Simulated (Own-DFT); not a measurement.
# Response to strain: wurtzite AlN, 72 atoms (Al36N36)

All numbers below are calculated, not measured. The program, named Own-DFT, is a retired in-house plane-wave density functional code that no person has reviewed. Each row is one single-point run on a periodic cell that was not relaxed, without spin or spin-orbit coupling.

Settings of every run: PBE; PseudoDojo norm-conserving scalar-relativistic files; cutoff 42 hartree; 4 x 4 x 3 k mesh centred on Gamma; Gaussian smearing of 0.01 eV.

Known limits: k mesh not checked against a denser one; stress not checked against mesh or cutoff.

Unstrained cell vectors in Å: (9.336, 0.000, 0.000); (-4.668, 8.085, 0.000); (0.000, 0.000, 9.964). The unstrained cell has measured lattice constants (interpolated for alloys), not those of this functional. That, the random moves and any unrelaxed bonds set the pressure at no strain. Each run strains this cell uniformly, with the atoms carried along. Every atom was also moved at random, by a Gaussian of width 0.05 Å on each axis. Strain is the symmetric tensor, in per cent. Stress is positive in tension, and the pressure is minus a third of its trace.

| run | e_xx (%) | e_yy (%) | e_zz (%) | s_xx (GPa) | s_yy (GPa) | s_zz (GPa) | P (GPa) | E (meV/atom) |
|---|---|---|---|---|---|---|---|---|
| 1 | -0.50 | -0.50 | 0.00 | -8.08 | -10.32 | -4.99 | 7.80 | 10.7 |
| 2 | 2.00 | 2.00 | 0.00 | 5.24 | 4.07 | -2.40 | -2.30 | 7.3 |
| 3 | 2.25 | 2.25 | 0.00 | 6.03 | 3.99 | -0.82 | -3.07 | 10.9 |
| 4 | 3.00 | 3.00 | 0.00 | 9.81 | 8.75 | 0.05 | -6.20 | 1.9 |
| 5 | -1.75 | -1.75 | 0.00 | -16.41 | -18.40 | -7.91 | 14.24 | 48.7 |
| 6 | 2.75 | 2.75 | 0.00 | 8.84 | 8.64 | -3.65 | -4.61 | 18.9 |
| 7 | -2.50 | -2.50 | 0.00 | -22.44 | -22.34 | -10.45 | 18.41 | 68.8 |
| 8 | 1.25 | 1.25 | 0.00 | 0.90 | 1.68 | -3.37 | 0.26 | 0.0 |
| 9 | -0.75 | -0.75 | 0.00 | ? | ? | ? | ? | ? |

E is the free energy for each atom above the lowest run shown.

## Worked fit

The change of volume is close to e_xx + e_yy + e_zz. A straight line through the runs shown gives P = 6.70 - 217 x (fractional change of volume) GPa, with an error of 7 on the slope and a scatter of 0.80 GPa. The strain isn't the same on all axes and the cell isn't cubic, so the slope belongs to this path and is not the bulk modulus.

## Withheld run

Question: what pressure should run 9 give? Its volume changes by -1.49 %.

The line gives 9.9 GPa. The calculation gave 8.76 GPa.
